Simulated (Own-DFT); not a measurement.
# Computed records: Si$_{12}$O$_{23}$ (quartz with two neutral oxygen vacancies, atoms displaced)

Computed with Own-DFT development build. A calculation, not a measurement: plane-wave PBE and HSE06 DFT by an unreviewed code, no spin, of a simulated cell at Gamma alone, so results move with cell size and shape, stress positive in tension, energies less offsets, not probed for a lower state with spin; oxygen file: force components 24 meV/angstrom off all-electron in a glass; k mesh not checked against a denser one; forces and stress are PBE's, HSE06 gives the energy alone, and its difference from PBE has offsets of its own; offsets are fitted by least squares, one for each functional and potential file, so energies compare only between cells with the same atoms and settings and are not formation energies; the far tail of each file's local potential was reset to the Coulomb form; each entry is a single point on an unrelaxed cell, so the pressure reflects the starting lattice, mostly measured values (interpolated for alloys), from which strain is counted, and rises with the displacements; printed positions are rounded, which can move forces by about a meV/angstrom; the program, named Own-DFT, is a retired in-house code; no spin-orbit coupling.

Common to all runs: first functional PBE; second functional HSE06; exact exchange share 0.25; screening 0.11 1/bohr; exchange divergence Gygi-Baldereschi; potential files PseudoDojo norm-conserving, scalar-relativistic, made for PBE, standard set; wave cutoff 48 hartree; occupations fixed; k mesh 1 x 1 x 1 centred on Gamma.

(1) Si$_{12}$O$_{23}$ (quartz with two neutral oxygen vacancies, atoms displaced)

```
Si12O23
1.0
      9.8268     0.0000     0.0000
     -4.9134     8.5103     0.0000
      0.0000     0.0000    10.8104
Si O Si O Si O Si O Si O Si O Si O Si O
3 6 3 6 3 6 3 6 3 6 3 5 3 5 3 6
Direct
  0.23960 0.00140 0.00154
  0.98865 0.22285 0.33708
  0.25637 0.26554 0.17058
  0.20719 0.13074 0.06635
  0.43376 0.30213 0.22330
  0.37241 0.07323 0.39541
  0.07304 0.37116 0.44067
  0.12912 0.20049 0.27623
  0.28757 0.43021 0.11002
  0.24036 0.00498 0.50548
  0.00468 0.23369 0.82685
  0.26846 0.26467 0.67006
  0.20773 0.13298 0.55890
  0.41867 0.28326 0.72441
  0.36115 0.07217 0.89376
  0.07103 0.36657 0.93566
  0.13475 0.20119 0.76450
  0.29386 0.43122 0.59646
  0.24579 0.50164 0.99871
  0.00042 0.73946 0.32472
  0.26476 0.76594 0.16596
  0.20270 0.63048 0.06238
  0.42848 0.79204 0.22534
  0.35731 0.57671 0.40529
  0.07265 0.86293 0.44124
  0.13013 0.69955 0.26860
  0.29782 0.93199 0.10743
  0.23264 0.50630 0.49955
  0.00401 0.73567 0.83483
  0.27271 0.77092 0.66962
  0.20743 0.63645 0.56179
  0.41922 0.79480 0.73166
  0.36638 0.57610 0.89642
  0.06401 0.86528 0.94984
  0.13261 0.70301 0.77839
  0.29050 0.92507 0.60778
  0.73418 0.99431 0.99753
  0.50547 0.23898 0.33315
  0.76855 0.26384 0.16843
  0.72036 0.13158 0.06049
  0.92937 0.28638 0.22831
  0.87821 0.08257 0.39581
  0.56372 0.36227 0.44616
  0.63986 0.21031 0.27629
  0.78926 0.42541 0.10815
  0.73481 0.99718 0.49466
  0.49688 0.22716 0.83272
  0.76359 0.27294 0.66209
  0.92070 0.29383 0.72507
  0.87566 0.07098 0.89555
  0.57037 0.35884 0.93741
  0.63635 0.21481 0.77485
  0.78700 0.43016 0.60697
  0.73319 0.50445 0.99885
  0.49509 0.73094 0.33593
  0.76211 0.76759 0.16316
  0.69649 0.63319 0.06457
  0.91914 0.79224 0.23661
  0.86016 0.56437 0.39117
  0.63085 0.70542 0.27220
  0.79324 0.93105 0.10698
  0.73093 0.50298 0.50183
  0.49477 0.73229 0.82727
  0.76298 0.76882 0.66441
  0.71525 0.63317 0.55584
  0.92855 0.79651 0.72822
  0.86187 0.57096 0.89637
  0.57124 0.86612 0.93358
  0.62409 0.70403 0.77769
  0.79225 0.92858 0.60676
```

```
PBE energy of cell above offsets : -17.960 eV
HSE06 less PBE above offsets     : 0.081 eV
PBE pressure                     : 8.7 GPa
PBE stress xx                    : -10.64 GPa
PBE stress yy                    : -6.14 GPa
PBE stress zz                    : -9.33 GPa
PBE stress yz                    : 4.41 GPa
PBE stress xz                    : 1.13 GPa
PBE stress xy                    : 1.31 GPa
```

Force:
```csv
element,x (eV/Å),y (eV/Å),z (eV/Å)
Si,-3.118,-0.873,0.847
Si,5.125,11.58,-3.297
Si,2.937,0.229,-0.179
O,-0.368,0.359,-0.48
O,-0.898,-0.51,0.225
O,0.012,-0.062,-0.115
O,-0.859,-1.665,-1.2
O,-0.525,-0.239,0.861
O,1.673,-1.309,1.806
Si,-0.744,-1.825,-3.654
Si,-1.876,0.024,1.089
Si,-2.322,2.115,-6.156
O,-1.109,1.43,0.847
O,3.878,0.786,1.778
O,0.92,-0.562,-1.341
O,1.593,0.919,0.244
O,-2.508,-0.87,2.59
O,2.512,-2.808,3.807
Si,-6.421,-1.125,1.133
Si,2.912,-3.405,5.893
Si,0.585,-0.154,-0.528
O,0.776,-0.434,-1.14
O,-0.394,0.251,-0.051
O,4.858,3.798,-6.105
O,0.758,0.83,0.084
O,-0.945,0.27,0.671
O,1.145,-0.768,1.039
Si,-3.927,-3.777,3.057
Si,-2.053,0.145,1.374
Si,-5.528,-2.711,-2.034
O,-1.171,1.773,1.326
O,3.501,1.259,0.636
O,2.15,0.889,-2.862
O,1.008,-0.028,-0.663
O,1.528,0.381,-0.94
O,0.993,0.434,1.345
Si,0.136,0.929,-1.824
Si,-1.584,-0.294,-0.203
Si,0.228,0.577,-1.153
O,-1.823,1.311,0.577
O,-1.322,0.673,-1.315
O,-3.093,-10.11,5.069
O,0.362,0.803,0.474
O,0.076,-0.532,0.291
O,-0.1,0.152,-0.251
Si,-3.458,0.127,-0.033
Si,-0.91,1.612,-0.154
Si,1.311,-3.455,-0.549
O,1.624,-0.008,0.572
O,0.016,-0.096,-0.786
O,-0.105,1.659,1.213
O,1.171,-0.957,-0.753
O,0.557,0.683,0.754
Si,-0.939,-2.497,1.813
Si,1.256,1.771,1.049
Si,0.26,0.532,2.381
O,0.681,-1.689,-2.12
O,-3.693,1.799,-4.421
O,0.578,1.531,-0.931
O,-0.43,-0.379,0.425
O,1.204,-0.983,1.158
Si,2.692,-3.752,-4.674
Si,-1.05,0.787,3.086
Si,1.568,-2.049,1.586
O,-4.303,5.588,3.554
O,-0.973,-0.248,-0.305
O,1.336,1.639,-1.878
O,-0.034,0.443,0.569
O,4.368,-0.222,-3.345
O,0.296,0.301,0.221
```

(2) Si$_{12}$O$_{23}$ (quartz with two neutral oxygen vacancies, atoms displaced)

```
Si12O23
1.0
      9.8268     0.0000     0.0000
     -4.9134     8.5103     0.0000
      0.0000     0.0000    10.8104
Si O Si O Si O Si O Si O Si O Si O Si O
3 6 3 6 3 5 3 6 3 6 3 6 3 5 3 6
Direct
  0.23521 0.99941 0.00249
  0.00417 0.23030 0.33984
  0.26396 0.26930 0.15847
  0.20213 0.12624 0.06447
  0.42397 0.28913 0.22372
  0.37456 0.08330 0.39331
  0.06858 0.37134 0.44734
  0.14193 0.20841 0.26591
  0.29516 0.42533 0.10543
  0.24108 0.99972 0.50084
  0.00856 0.23202 0.83786
  0.25686 0.26683 0.66198
  0.21181 0.14002 0.55139
  0.42587 0.28847 0.73344
  0.36779 0.07325 0.89855
  0.06930 0.35457 0.94447
  0.12916 0.20603 0.77010
  0.28529 0.41523 0.60026
  0.22973 0.50005 0.00441
  0.99865 0.72865 0.33235
  0.26042 0.76091 0.16204
  0.20096 0.61827 0.06334
  0.37055 0.58240 0.39522
  0.07678 0.88265 0.45075
  0.14027 0.71167 0.27296
  0.28147 0.92483 0.10952
  0.23607 0.50494 0.49489
  0.99888 0.73758 0.83246
  0.26920 0.76658 0.66677
  0.20055 0.62767 0.55751
  0.42131 0.78668 0.72240
  0.36817 0.56885 0.88422
  0.07189 0.86651 0.93695
  0.13236 0.71686 0.77421
  0.29612 0.92514 0.60462
  0.73163 0.00596 0.99801
  0.49521 0.22710 0.32814
  0.77469 0.26607 0.16712
  0.71008 0.12492 0.06206
  0.92376 0.28679 0.22458
  0.86242 0.07062 0.39792
  0.58352 0.36200 0.44093
  0.63873 0.20997 0.27746
  0.78976 0.42756 0.11676
  0.73662 0.00395 0.49843
  0.49036 0.22408 0.83365
  0.76240 0.25712 0.66677
  0.71123 0.14022 0.56119
  0.93179 0.30111 0.72716
  0.87171 0.08027 0.89253
  0.56846 0.36383 0.94362
  0.62620 0.19903 0.78034
  0.78459 0.42201 0.60897
  0.73228 0.48728 0.00537
  0.49130 0.72840 0.32948
  0.75884 0.75706 0.16920
  0.71154 0.63643 0.06305
  0.93367 0.79392 0.23310
  0.86452 0.56702 0.39352
  0.56751 0.86630 0.44323
  0.79164 0.92507 0.10262
  0.73205 0.49446 0.49747
  0.50021 0.72937 0.83135
  0.77238 0.75736 0.66545
  0.70688 0.62696 0.56140
  0.92832 0.79916 0.72843
  0.86975 0.57074 0.89382
  0.57832 0.86388 0.94153
  0.63549 0.71143 0.77042
  0.79227 0.93501 0.60476
```

```
PBE energy of cell above offsets : -16.314 eV
HSE06 less PBE above offsets     : 0.042 eV
PBE pressure                     : 9.86 GPa
PBE stress xx                    : -8.89 GPa
PBE stress yy                    : -12.24 GPa
PBE stress zz                    : -8.44 GPa
PBE stress yz                    : 0.78 GPa
PBE stress xz                    : 0.53 GPa
PBE stress xy                    : 0.4 GPa
```

Force:
```csv
element,x (eV/Å),y (eV/Å),z (eV/Å)
Si,-2.106,-0.422,-1.986
Si,-0.132,1.006,-1.53
Si,3.481,-2.575,1.462
O,-0.726,0.391,-1.006
O,-0.182,0.616,-0.701
O,-1.622,-5.112,2.408
O,-0.211,-2.175,-2.384
O,-3.854,-0.567,3.616
O,-0.932,3.381,-1.475
Si,-0.013,2.794,-0.119
Si,-4.81,1.364,-2.648
Si,4.625,-3.696,2
O,0.234,-0.057,0.718
O,-4.054,0.743,-3.155
O,-0.601,-2.738,1.055
O,0.738,2.925,2.374
O,3.154,-0.84,-1.088
O,-1.456,5.024,-2.127
Si,4.964,-4.483,-5.41
Si,1.086,1.532,3.827
Si,3.401,1.19,1.653
O,-4.235,4.361,1.88
O,-0.588,-4.299,1.236
O,-1.608,-5.012,-3.632
O,-1.312,-1.166,1.665
O,1.807,-1.268,1.335
Si,0.261,-1.527,2.234
Si,-0.647,-1.453,1.236
Si,-3.224,-1.882,-0.949
O,-0.866,2.122,1.491
O,3.115,0.415,1.751
O,-2.267,-2.299,2.81
O,0.24,1.549,1.576
O,2.935,-0.398,-1.645
O,0.86,0.51,0.63
Si,6.213,-4.94,-2.556
Si,1.948,5.271,-0.603
Si,-4.632,-1.952,-0.117
O,-4.71,6.237,3.555
O,5.045,0.447,2.772
O,2.815,2.115,-3.492
O,-3.116,-2.972,-2.547
O,1.354,-0.43,-1.489
O,1.49,-0.547,0.69
Si,-3.226,-1.916,2.095
Si,1.997,3.227,0.961
Si,-0.725,3.814,3.973
O,-0.007,-3.005,-3.198
O,0.641,-0.744,0.986
O,-1.417,-2.947,1.288
O,0.076,-0.656,-0.097
O,2.296,-0.134,-1.459
O,0.706,-0.229,0.786
Si,-1.495,3.146,-2.636
Si,2.043,6.122,-4.025
Si,-1.321,3.471,2.404
O,0.909,-3.244,-2.289
O,-3.243,0.712,-2.544
O,1.24,1.108,-0.975
O,-0.037,-0.431,-1.108
O,0.679,-0.719,0.903
Si,1.899,0.525,2.201
Si,-0.416,2.368,-0.029
Si,-5.106,2.894,-1.174
O,-0.64,0.467,-0.552
O,1.559,0.743,0.143
O,-0.781,-0.606,0.956
O,-1.673,-1.514,-1.45
O,1.727,-0.442,-0.852
O,2.457,-3.192,2.38
```

(3) Si$_{12}$O$_{23}$ (quartz with two neutral oxygen vacancies, atoms displaced)

```
Si12O23
1.0
      9.8268     0.0000     0.0000
     -4.9134     8.5103     0.0000
      0.0000     0.0000    10.8104
Si O Si O Si O Si O Si O Si O Si O Si O
3 6 3 6 3 6 3 6 3 6 3 4 3 6 3 6
Direct
  0.23074 0.00307 0.99644
  0.99504 0.23837 0.33463
  0.25993 0.26809 0.17211
  0.19563 0.13426 0.06084
  0.41229 0.28370 0.21701
  0.37508 0.08608 0.38636
  0.07581 0.37436 0.44071
  0.14122 0.21935 0.27524
  0.29309 0.42555 0.11098
  0.23533 0.99944 0.49801
  0.00461 0.23398 0.82888
  0.26511 0.25984 0.66506
  0.20527 0.13435 0.56445
  0.42532 0.29138 0.72539
  0.35745 0.06672 0.89320
  0.06589 0.36054 0.93471
  0.12817 0.20849 0.77744
  0.29015 0.42404 0.60194
  0.23674 0.50096 0.99994
  0.99651 0.73856 0.33440
  0.26495 0.75610 0.16330
  0.20807 0.64007 0.05947
  0.42460 0.80358 0.22838
  0.36808 0.57863 0.38764
  0.07490 0.86337 0.43346
  0.13230 0.70046 0.28192
  0.29096 0.92831 0.10909
  0.23750 0.49679 0.49422
  0.99675 0.73075 0.83971
  0.25926 0.76955 0.66470
  0.20514 0.62873 0.55942
  0.43749 0.80137 0.72324
  0.36484 0.57373 0.88812
  0.07767 0.87295 0.93886
  0.13142 0.70694 0.76588
  0.29668 0.92172 0.60720
  0.73345 0.99785 0.99969
  0.50115 0.23502 0.33595
  0.76267 0.26746 0.16544
  0.70467 0.13477 0.05830
  0.93313 0.30141 0.22365
  0.86633 0.07452 0.39271
  0.58349 0.37128 0.43730
  0.62951 0.21120 0.26339
  0.78835 0.42964 0.11310
  0.74235 0.01125 0.49360
  0.50431 0.24115 0.83212
  0.77215 0.27030 0.65884
  0.70905 0.13769 0.56015
  0.85958 0.06878 0.89399
  0.57294 0.36640 0.93973
  0.79846 0.43118 0.60972
  0.74446 0.50106 0.00374
  0.49542 0.72446 0.33511
  0.77222 0.76464 0.16362
  0.71395 0.63977 0.05753
  0.92522 0.79558 0.23319
  0.87002 0.58066 0.39132
  0.57005 0.87246 0.43294
  0.62240 0.69878 0.27826
  0.79538 0.93167 0.09865
  0.73442 0.49934 0.50050
  0.50024 0.73808 0.83582
  0.76069 0.76433 0.66539
  0.70065 0.63818 0.55669
  0.92798 0.78806 0.72601
  0.87225 0.57907 0.89460
  0.58169 0.87093 0.94190
  0.63440 0.71187 0.77921
  0.79867 0.93173 0.61018
```

```
PBE energy of cell above offsets : -15.414 eV
HSE06 less PBE above offsets     : 0.116 eV
PBE pressure                     : 9.7 GPa
PBE stress xx                    : -7.23 GPa
PBE stress yy                    : -12.7 GPa
PBE stress zz                    : -9.18 GPa
PBE stress yz                    : 0.06 GPa
PBE stress xz                    : 1.15 GPa
PBE stress xy                    : -2.53 GPa
```

Force:
```csv
element,x (eV/Å),y (eV/Å),z (eV/Å)
Si,1.041,1.435,4.856
Si,2.286,1.394,-0.977
Si,0.333,-2.159,-4.824
O,0.031,-0.236,-0.29
O,6.375,0.686,3.905
O,-3.494,-6.914,4.859
O,-1.911,-2.781,-1.539
O,-4.487,-1.66,4.463
O,-1.78,3.236,-2.157
Si,0.862,0.104,-0.169
Si,-8.999,-1.505,1.142
Si,-1.998,3.366,2.851
O,0.847,-3.898,-3.458
O,-0.81,0.767,-0.702
O,2.081,2.828,-2.672
O,0.918,3.346,2.632
O,7.665,-0.898,-4.085
O,1.484,-1.298,1.178
Si,-0.791,-1.264,-0.416
Si,4.262,-2.539,-2.323
Si,-3.619,5.678,4.744
O,0.767,-4.996,-4.638
O,3.009,-0.986,1.369
O,-2.329,-6.317,2.756
O,0.666,4.581,4.065
O,-0.004,0.349,-1.566
O,-0.412,-0.775,-0.351
Si,-0.669,3.068,1.842
Si,1.984,4.92,-3.66
Si,6.087,-5.311,0.885
O,0.17,0.576,0.207
O,-2.152,-0.368,-0.351
O,-0.617,-1.032,1.193
O,-2.324,-3.152,-1.312
O,-2.054,-0.932,2.894
O,-2.928,6.38,-4.138
Si,-0.801,3.707,-0.241
Si,-0.002,5.393,-5.526
Si,2.336,-1.142,-1.179
O,-0.015,0.518,0.292
O,-1.287,-0.249,-0.256
O,2.316,1.376,-2.686
O,-1.712,-1.614,-0.609
O,-0.513,-0.729,1.985
O,1.336,0.459,0.943
Si,-2.706,-5.474,3.953
Si,2.862,-3.332,-1.001
Si,1.068,-0.679,6.767
O,-0.328,-1.442,-2.546
O,1.925,2.096,-2.359
O,0.896,2.483,2.111
O,-1.016,2.579,-1.654
Si,-3.596,-0.144,-2.408
Si,-1.633,8.507,-2.551
Si,-4.332,1.949,1.433
O,0.448,-1.488,-1.145
O,-0.92,1.284,-1.844
O,-1.661,-2.952,2.007
O,1.28,1.145,1.138
O,5.599,0.304,-3.799
O,3.261,-3.188,4.538
Si,1.303,3.67,0.703
Si,-0.573,1.405,-1.01
Si,0.898,0.96,2.038
O,0.814,-1.921,-1.061
O,-1.318,-0.146,-0.489
O,-1.019,-4.451,2.241
O,-3.102,-3.305,-1.256
O,1.746,-0.517,-0.941
O,-1.045,1.246,-1.798
```
